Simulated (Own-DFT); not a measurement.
# Computed records: AlN (wurtzite, strained, atoms displaced)

A calculation, not a measurement: plane-wave PBE density functional theory by an unreviewed code, no spin, of a simulated periodic cell, stress positive in tension, free energy of the whole cell less one offset for each atom, forces on such cells passed a denser k mesh, this cell's mesh not checked; offsets are fitted by least squares, one for each functional and potential file, so energies compare only between cells with the same atoms and settings and are not formation energies; the far tail of each file's local potential was reset to the Coulomb form; each entry is a single point on an unrelaxed cell, so the pressure reflects the starting lattice, mostly measured values (interpolated for alloys), from which strain is counted, and rises with the displacements; printed positions are rounded, which can move forces by about a meV/angstrom; the program, named Own-DFT, is a retired in-house code; no spin-orbit coupling. Program: Own-DFT development build.

Settings shared by all entries: functional PBE; potential files PseudoDojo norm-conserving, scalar-relativistic, standard set; wave cutoff 42 hartree; occupations Fermi-Dirac; smearing width 0.1 eV; hardware one NVIDIA H100; k mesh 2 x 2 x 2 centred on Gamma.

(1) AlN (wurtzite, strained, atoms displaced)

```
AlN
1.0
     12.2327     0.2451    -0.0008
     -5.9041    10.7684    -0.2062
     -0.0006    -0.1910     9.9174
Al N Al N Al N Al N Al N Al N Al N Al N Al N Al N Al N Al N Al N Al N Al N Al N Al N Al N Al N Al N Al N Al N Al N Al N Al N Al N Al N Al N Al N Al N Al N Al N
2 2 2 2 2 2 2 2 2 2 2 2 2 2 2 2 2 2 2 2 2 2 2 2 2 2 2 2 2 2 2 2 2 2 2 2 2 2 2 2 2 2 2 2 2 2 2 2 2 2 2 2 2 2 2 2 2 2 2 2 2 2 2 2
Direct
  0.08881 0.16826 0.00067
  0.16239 0.08091 0.25271
  0.08615 0.16954 0.19000
  0.16641 0.08596 0.43228
  0.08443 0.16471 0.50353
  0.15882 0.08369 0.75069
  0.08529 0.17184 0.68928
  0.17120 0.08542 0.93930
  0.08833 0.41985 0.99582
  0.17131 0.33894 0.25699
  0.08223 0.41694 0.19206
  0.16599 0.33242 0.44617
  0.08203 0.41827 0.51086
  0.16018 0.33010 0.74326
  0.08667 0.42275 0.69085
  0.17146 0.33775 0.94055
  0.08961 0.66588 0.00257
  0.16125 0.58127 0.24690
  0.08022 0.66685 0.18676
  0.16445 0.58561 0.43792
  0.07959 0.66519 0.49652
  0.16070 0.58234 0.75031
  0.08065 0.67242 0.68656
  0.16199 0.58263 0.94361
  0.08663 0.91743 0.00062
  0.16714 0.83919 0.25878
  0.08272 0.91216 0.19211
  0.16105 0.82688 0.44089
  0.08086 0.90727 0.49429
  0.16506 0.83839 0.75061
  0.08679 0.91646 0.69476
  0.16894 0.83265 0.94151
  0.33480 0.16581 0.99649
  0.41616 0.08273 0.24597
  0.33278 0.16389 0.18558
  0.42017 0.08997 0.43731
  0.32767 0.16535 0.50226
  0.42163 0.07731 0.74460
  0.33668 0.17098 0.68748
  0.41359 0.08056 0.94099
  0.33878 0.41852 0.99546
  0.41914 0.34044 0.24639
  0.34084 0.42255 0.18911
  0.42373 0.33374 0.44511
  0.32419 0.41078 0.50462
  0.40681 0.33192 0.74499
  0.34209 0.42207 0.70137
  0.41897 0.32709 0.95357
  0.33239 0.67060 0.00688
  0.42247 0.58865 0.24823
  0.32608 0.66944 0.17819
  0.41388 0.58294 0.43665
  0.33155 0.67178 0.49685
  0.42201 0.58540 0.74645
  0.33175 0.66728 0.69888
  0.41352 0.58122 0.93838
  0.32969 0.91224 0.99288
  0.41586 0.82911 0.25219
  0.33826 0.91443 0.18848
  0.42555 0.83900 0.44155
  0.33263 0.92054 0.50015
  0.41534 0.83287 0.75385
  0.33427 0.91531 0.69912
  0.42665 0.83518 0.93089
  0.58456 0.16864 0.99112
  0.67239 0.08589 0.24872
  0.57743 0.16347 0.19392
  0.66653 0.08311 0.44490
  0.59050 0.17427 0.50031
  0.66491 0.08107 0.74493
  0.58079 0.15879 0.68751
  0.67265 0.08344 0.94627
  0.58162 0.41726 0.99916
  0.66016 0.33089 0.25342
  0.58063 0.41212 0.19588
  0.66635 0.32956 0.43526
  0.58314 0.41432 0.50122
  0.66901 0.33393 0.76136
  0.57793 0.42264 0.69101
  0.66328 0.33163 0.94549
  0.58811 0.67208 0.99153
  0.66508 0.58685 0.24438
  0.58324 0.66316 0.19854
  0.65961 0.57016 0.45084
  0.58697 0.66811 0.50150
  0.67229 0.58072 0.75286
  0.58063 0.66556 0.69310
  0.67371 0.58674 0.93525
  0.58595 0.91952 0.99197
  0.67000 0.83260 0.25717
  0.58704 0.91929 0.18453
  0.66553 0.83657 0.43004
  0.58120 0.91826 0.49650
  0.66106 0.82893 0.75784
  0.58407 0.91852 0.68871
  0.66498 0.82769 0.95409
  0.82985 0.16014 0.00816
  0.91637 0.08190 0.24299
  0.84246 0.17796 0.18557
  0.91668 0.08024 0.43459
  0.83506 0.16852 0.50081
  0.92209 0.07999 0.75785
  0.83722 0.16797 0.68545
  0.92157 0.08761 0.94865
  0.83474 0.41826 0.00721
  0.92352 0.34246 0.24897
  0.82839 0.41632 0.19219
  0.92288 0.34092 0.43571
  0.82829 0.41054 0.50160
  0.91925 0.33233 0.74537
  0.82969 0.42142 0.70222
  0.91666 0.33334 0.93684
  0.83325 0.66467 0.98908
  0.92008 0.57750 0.25737
  0.83441 0.66371 0.19352
  0.91794 0.58510 0.43694
  0.83375 0.67197 0.49357
  0.90827 0.58775 0.75506
  0.82793 0.67142 0.69034
  0.91220 0.58135 0.93100
  0.83787 0.92499 0.00286
  0.92571 0.83236 0.25807
  0.83628 0.91451 0.19043
  0.91427 0.83244 0.43972
  0.83172 0.91284 0.49232
  0.90839 0.82889 0.75590
  0.83130 0.92124 0.68848
  0.91900 0.83566 0.93811
```

- free energy of cell above offsets: -50.657 eV
- pressure: 8.53 GPa
- stress xx: -12.29 GPa
- stress yy: -3.86 GPa
- stress zz: -9.43 GPa
- stress yz: -5.17 GPa
- stress xz: -0.29 GPa
- stress xy: 6.63 GPa
- wall time: 404.4 s

Force:
```
element  x (eV/Å)  y (eV/Å)  z (eV/Å)
     Al    -0.442     1.427     0.688
     Al     1.294     0.937    -2.108
      N    -0.485     0.172     0.272
      N     0.593    -1.812     2.324
     Al    -1.552     0.065    -1.545
     Al     2.918    -0.248    -0.055
      N    -0.742    -1.374     0.206
      N    -0.539    -1.152    -0.224
     Al     -1.38    -0.603     0.731
     Al     0.432    -0.514    -1.267
      N     0.732     0.546    -0.631
      N    -0.602    -0.644     0.288
     Al     0.026     0.932    -2.681
     Al     1.807     2.215      1.97
      N    -0.757     -1.18     0.678
      N     0.472     -1.43    -0.869
     Al    -3.541     1.285    -0.287
     Al     0.795     0.637     0.083
      N    -0.067      0.35     1.249
      N     1.114    -0.787     0.166
     Al    -0.213     0.035     1.089
     Al      0.55      1.98     0.373
      N     -0.26    -0.774     0.643
      N     2.442    -0.705    -1.208
     Al    -0.615     0.227    -0.121
     Al     2.402     -1.41    -2.283
      N    -0.671     1.386    -0.138
      N     1.866     0.466     0.146
     Al    -1.704     2.506     2.006
     Al     2.178     -1.62     0.575
      N    -3.141     1.097     -1.68
      N    -0.384    -0.958    -0.311
     Al    -0.294     0.169     1.003
     Al     0.178    -0.236     0.174
      N    -1.373     0.412       0.8
      N     0.059    -1.586     0.939
     Al     1.204     1.104    -1.121
     Al    -1.958     1.348     1.026
      N    -0.918    -1.744     0.916
      N     1.769    -0.642    -1.185
     Al    -0.699     0.174     0.525
     Al     0.841    -2.266     1.043
      N    -2.204      0.13     0.026
      N    -2.491    -0.899    -0.761
     Al     2.658     1.947    -0.081
     Al     4.213    -0.775     1.801
      N    -4.384    -0.236     -2.27
      N    -0.757     0.846    -2.353
     Al     0.732    -0.107    -4.476
     Al    -1.208    -0.784    -0.089
      N     0.985    -0.625     4.585
      N     0.162    -0.017     0.999
     Al      0.52    -0.367     1.052
     Al    -1.344     0.145     0.976
      N      -0.6    -0.304    -1.593
      N     1.119      0.79     0.554
     Al     1.469     1.283     1.003
     Al     0.755     1.298    -0.915
      N    -1.877     -0.08     0.244
      N    -2.437     -1.67    -0.332
     Al     0.613     0.476      0.11
     Al      1.11    -0.547    -1.869
      N    -1.318    -0.194    -1.948
      N    -1.467    -0.784     2.505
     Al    -0.771    -0.796     2.065
     Al    -0.792    -0.105    -0.036
      N     1.349     0.831    -1.079
      N     1.078     0.227    -0.866
     Al    -1.365    -1.331    -0.501
     Al     1.937     0.293     0.696
      N    -0.224     2.246     0.642
      N    -0.794    -0.431    -1.852
     Al     0.105     0.488      0.91
     Al     1.218    -0.649    -1.306
      N    -0.464     2.113    -1.336
      N      0.53     0.563     1.735
     Al    -0.188    -0.358     0.799
     Al    -1.392    -0.201    -1.607
      N     1.491    -1.926     0.901
      N     1.228     0.177    -0.017
     Al    -0.977    -2.544     1.717
     Al     2.914    -2.226     1.667
      N    -1.459     2.106     -2.07
      N     0.836     3.244    -1.849
     Al    -1.194    -0.513    -0.299
     Al    -2.033     0.136     -1.58
      N     1.049      0.96    -0.132
      N    -1.136    -1.266     1.323
     Al    -0.451     0.104     1.833
     Al    -0.361     0.371    -4.254
      N    -0.022    -0.557     0.965
      N     1.083    -1.176      3.84
     Al     1.343     1.172     0.924
     Al     0.524      0.77    -0.737
      N    -0.185     -0.93     0.409
      N     1.157     2.462    -2.376
     Al     0.046     2.843    -1.943
     Al     0.575     0.735     0.691
      N    -0.684    -1.316     2.382
      N     0.329     0.182     0.565
     Al      0.23    -0.251    -1.143
     Al    -1.692     0.861    -0.982
      N    -0.059    -0.217     1.222
      N     0.718    -0.959    -1.045
     Al    -0.269      0.01    -1.471
     Al    -0.527     -1.12    -0.326
      N     0.397     -0.15     0.456
      N     0.044    -1.356     1.461
     Al    -0.397     1.769       0.4
     Al    -1.067     0.395     1.239
      N      0.73    -0.843    -2.099
      N     0.705    -0.444     0.552
     Al     0.108     1.675     2.739
     Al    -1.441      0.91    -2.188
      N    -0.362     0.467    -0.392
      N    -0.328    -0.925     1.907
     Al    -0.503    -2.009     0.688
     Al       2.1     0.062     -2.43
      N     0.705    -0.145    -0.825
      N      1.75    -0.244     2.739
     Al     0.155    -1.646     0.221
     Al    -1.725    -0.982    -2.649
      N    -0.054     0.163     0.521
      N     1.495    -0.401     0.616
     Al    -1.754     2.049     1.106
     Al     0.752     1.692    -1.382
      N     0.261    -1.184     0.413
      N     0.144    -0.185     1.064
```

(2) AlN (wurtzite, strained, atoms displaced)

```
AlN
1.0
     12.6799     0.1498    -0.1260
     -6.2102    10.5690     0.2781
     -0.1008     0.1989     9.7692
Al N Al N Al N Al N Al N Al N Al N Al N Al N Al N Al N Al N Al N Al N Al N Al N Al N Al N Al N Al N Al N Al N Al N Al N Al N Al N Al N Al N Al N Al N Al N Al N
2 2 2 2 2 2 2 2 2 2 2 2 2 2 2 2 2 2 2 2 2 2 2 2 2 2 2 2 2 2 2 2 2 2 2 2 2 2 2 2 2 2 2 2 2 2 2 2 2 2 2 2 2 2 2 2 2 2 2 2 2 2 2 2
Direct
  0.08860 0.17086 0.99894
  0.16556 0.07238 0.25408
  0.08628 0.16997 0.18569
  0.15558 0.07723 0.43785
  0.08177 0.17239 0.49615
  0.16956 0.08312 0.74946
  0.08515 0.16775 0.68057
  0.16507 0.08316 0.93314
  0.08430 0.42286 0.99985
  0.16816 0.32857 0.25203
  0.07893 0.42038 0.19407
  0.16717 0.33835 0.44102
  0.08305 0.41531 0.50207
  0.16655 0.33553 0.74517
  0.08728 0.41200 0.68933
  0.17113 0.33537 0.94690
  0.08764 0.67281 0.99051
  0.16342 0.58503 0.24674
  0.08000 0.66233 0.19168
  0.17095 0.58633 0.44173
  0.08189 0.66591 0.50099
  0.16438 0.58700 0.74305
  0.08876 0.66944 0.68201
  0.16302 0.58706 0.94796
  0.07704 0.91749 0.99591
  0.16715 0.83929 0.24966
  0.08812 0.91897 0.19635
  0.17052 0.83743 0.44706
  0.08127 0.91528 0.50830
  0.16837 0.83979 0.74930
  0.08415 0.92290 0.69288
  0.16429 0.82700 0.94529
  0.32457 0.16055 0.00417
  0.41774 0.09210 0.25421
  0.33401 0.16025 0.19178
  0.42360 0.08555 0.44081
  0.34366 0.17970 0.49836
  0.41530 0.07969 0.74495
  0.33699 0.16665 0.68987
  0.42299 0.08814 0.94013
  0.32998 0.41458 0.99967
  0.41500 0.32675 0.24330
  0.33282 0.42422 0.18585
  0.41380 0.33281 0.44468
  0.33311 0.41319 0.49582
  0.41067 0.33131 0.74585
  0.33446 0.41380 0.69103
  0.42214 0.33607 0.93940
  0.34143 0.66704 0.99725
  0.42157 0.58551 0.25899
  0.32702 0.65813 0.18555
  0.41660 0.56937 0.43547
  0.33933 0.66778 0.49087
  0.41465 0.57948 0.74517
  0.33260 0.66711 0.69507
  0.41738 0.58915 0.93944
  0.33574 0.91202 0.00116
  0.41714 0.82837 0.24391
  0.33036 0.91544 0.18857
  0.41440 0.83298 0.43980
  0.33389 0.91939 0.50463
  0.41374 0.82991 0.74837
  0.33241 0.92026 0.69037
  0.41482 0.83346 0.94840
  0.58588 0.16422 0.99705
  0.67543 0.08479 0.25355
  0.58226 0.16301 0.18563
  0.66447 0.08663 0.43873
  0.58632 0.16443 0.50721
  0.67264 0.08188 0.73885
  0.58563 0.16055 0.69116
  0.66781 0.07795 0.93583
  0.58143 0.41677 0.99464
  0.66811 0.33486 0.25321
  0.59352 0.42754 0.18971
  0.66503 0.33366 0.44671
  0.58480 0.41502 0.50478
  0.66314 0.32993 0.75233
  0.58941 0.42234 0.68903
  0.66732 0.33522 0.94018
  0.58498 0.66572 0.99463
  0.67517 0.58505 0.24746
  0.59014 0.66757 0.19323
  0.66947 0.58236 0.44558
  0.58409 0.66364 0.49793
  0.66350 0.57947 0.74900
  0.58196 0.66361 0.69741
  0.67010 0.58992 0.93315
  0.58428 0.91419 0.99950
  0.66238 0.82504 0.25832
  0.58224 0.91525 0.18485
  0.66983 0.83625 0.44081
  0.57738 0.91663 0.50122
  0.66936 0.83687 0.75769
  0.57782 0.90996 0.69213
  0.66607 0.83580 0.93893
  0.84002 0.16641 0.00278
  0.92111 0.08723 0.24558
  0.83138 0.16697 0.19194
  0.91858 0.08231 0.43547
  0.83460 0.16870 0.49216
  0.91701 0.08443 0.75258
  0.82964 0.16153 0.69908
  0.91387 0.07897 0.92846
  0.82696 0.40632 0.99516
  0.91460 0.33429 0.24982
  0.81917 0.41113 0.18394
  0.91457 0.32700 0.43911
  0.83972 0.42076 0.49967
  0.91652 0.33659 0.75671
  0.82921 0.41864 0.69562
  0.90955 0.33416 0.93323
  0.83358 0.66329 0.99542
  0.91345 0.58500 0.25069
  0.83882 0.66506 0.18963
  0.91579 0.57727 0.43399
  0.83383 0.67062 0.50012
  0.91764 0.58339 0.75319
  0.83783 0.66704 0.69915
  0.92070 0.58370 0.94358
  0.83720 0.91236 0.00331
  0.91442 0.83224 0.24923
  0.83431 0.91324 0.19028
  0.92056 0.83368 0.44188
  0.83279 0.91472 0.50285
  0.91884 0.83390 0.75140
  0.82605 0.91291 0.69684
  0.92480 0.83669 0.93786
```

- free energy of cell above offsets: -50.779 eV
- pressure: 8.9 GPa
- stress xx: -0.34 GPa
- stress yy: -11.14 GPa
- stress zz: -15.22 GPa
- stress yz: 5.29 GPa
- stress xz: -2.71 GPa
- stress xy: 4.52 GPa
- wall time: 412.7 s

Force:
```
element  x (eV/Å)  y (eV/Å)  z (eV/Å)
     Al    -0.858    -1.375    -0.922
     Al    -0.792     2.591    -0.011
      N     0.252    -1.328     0.833
      N     1.264     2.138      1.03
     Al     0.728     -1.72    -0.647
     Al     -0.42     1.354    -1.755
      N    -0.396    -0.082     2.327
      N     0.148     0.731     1.843
     Al    -0.195     -1.11     0.466
     Al    -0.942     2.092    -0.982
      N     0.682    -1.756    -0.325
      N     0.816    -0.031    -0.145
     Al    -0.355     0.487    -1.373
     Al     2.012    -1.323     0.988
      N    -3.098     1.428     0.737
      N    -1.358     0.617     -1.62
     Al    -1.079     -3.75     2.826
     Al     0.851     -0.07     0.306
      N    -1.362     1.492    -0.074
      N    -0.147    -0.223     0.301
     Al     0.521     0.083     -2.48
     Al     1.896    -0.846     1.198
      N    -2.164     0.304     2.288
      N     2.025     0.205    -2.234
     Al     2.711    -0.366     1.123
     Al     2.137    -2.131     0.324
      N    -2.426    -1.373    -2.164
      N    -0.661     0.113    -0.302
     Al     0.539    -0.082    -1.666
     Al     0.516    -0.947     0.124
      N    -0.011    -1.297     0.802
      N    -0.364     5.008    -1.755
     Al     2.086     0.399    -1.815
     Al     3.863     -2.79     -0.99
      N    -2.992     1.284     0.046
      N    -0.998     0.897     1.109
     Al    -0.467     -5.33     0.668
     Al      1.14     1.392     1.411
      N    -1.009    -0.036    -0.109
      N    -1.277    -0.874    -0.208
     Al     1.098     1.212    -0.542
     Al    -0.114     2.424     0.152
      N     1.125     -1.83       1.5
      N     1.219     2.735    -1.979
     Al    -1.007    -1.472     0.963
     Al       2.5     0.051     0.859
      N    -1.762     0.374    -0.641
      N    -1.664    -0.715     0.543
     Al    -2.506    -0.496     0.298
     Al    -0.167     -0.34    -4.197
      N     0.933     0.936     1.764
      N    -0.359     3.813     2.708
     Al     -0.99    -1.439     1.169
     Al     0.296     0.965     0.736
      N    -0.065     -0.92    -1.309
      N      1.88    -1.455     -0.49
     Al    -1.513     1.284    -0.096
     Al    -1.041     0.822    -0.322
      N     0.173     0.396     1.265
      N     0.693     0.772    -0.182
     Al    -0.143    -0.717     -1.65
     Al     0.178     0.855     0.911
      N     0.246    -1.385     0.745
      N     1.389     0.129     -1.61
     Al     0.021    -0.518    -0.264
     Al    -2.562    -0.982    -1.666
      N    -0.108     0.672     1.593
      N     1.595    -0.437     1.059
     Al    -0.908     0.653    -1.594
     Al    -1.238    -1.135     2.137
      N    -1.302     0.665     0.848
      N     0.278     1.546     0.403
     Al      1.11     0.298     0.517
     Al    -0.763    -1.345    -0.398
      N    -1.474    -2.651    -0.232
      N     0.941     0.185    -0.252
     Al    -0.168     0.016    -1.145
     Al     0.501    -0.011    -0.755
      N    -1.262    -2.171     0.945
      N    -0.534    -0.232    -0.117
     Al    -0.725     0.109     0.416
     Al    -0.465     0.557      0.79
      N    -0.932    -0.829    -0.288
      N     0.016     0.859    -0.672
     Al     0.077     -0.06     0.951
     Al     0.943     1.498     -0.68
      N    -0.682     0.452    -1.292
      N     0.472    -0.597     1.761
     Al    -0.568     0.221    -0.707
     Al     0.141     1.926    -2.297
      N     0.696    -0.302     2.265
      N    -0.651    -0.287     1.306
     Al     0.893    -0.426    -0.451
     Al    -0.643    -1.303    -1.831
      N    -0.101     0.548    -0.309
      N     1.348    -0.267     1.837
     Al    -1.653    -0.991    -1.711
     Al     0.242     -0.89    -0.017
      N     1.407     0.241    -0.078
      N    -0.727     0.512     0.691
     Al     0.055    -2.579     1.736
     Al     0.709    -0.341    -3.171
      N      1.12     1.912    -2.329
      N     1.234     1.148     4.704
     Al    -0.844     1.957     0.514
     Al    -0.335     0.802    -0.923
      N     2.509     0.908     1.168
      N    -0.008     2.873     0.506
     Al    -1.141    -2.367     0.715
     Al     0.256    -0.894    -3.245
      N     1.094    -0.367    -0.782
      N      2.56    -0.342      3.07
     Al     0.431    -0.114    -0.198
     Al     2.784    -1.508    -1.708
      N    -2.419     1.486    -0.459
      N    -0.263     2.508     1.784
     Al     0.735    -1.785     0.762
     Al     0.659     0.077    -0.121
      N    -1.119     0.286    -1.232
      N    -0.313    -0.243    -0.209
     Al    -1.367     0.069    -1.375
     Al     1.612     0.023     0.235
      N    -0.967     0.751     0.563
      N    -0.732     0.468      0.22
     Al     0.052     0.162    -0.116
     Al    -0.558     0.112    -0.807
      N     1.559     0.628    -0.814
      N    -1.737    -0.928     0.978
```
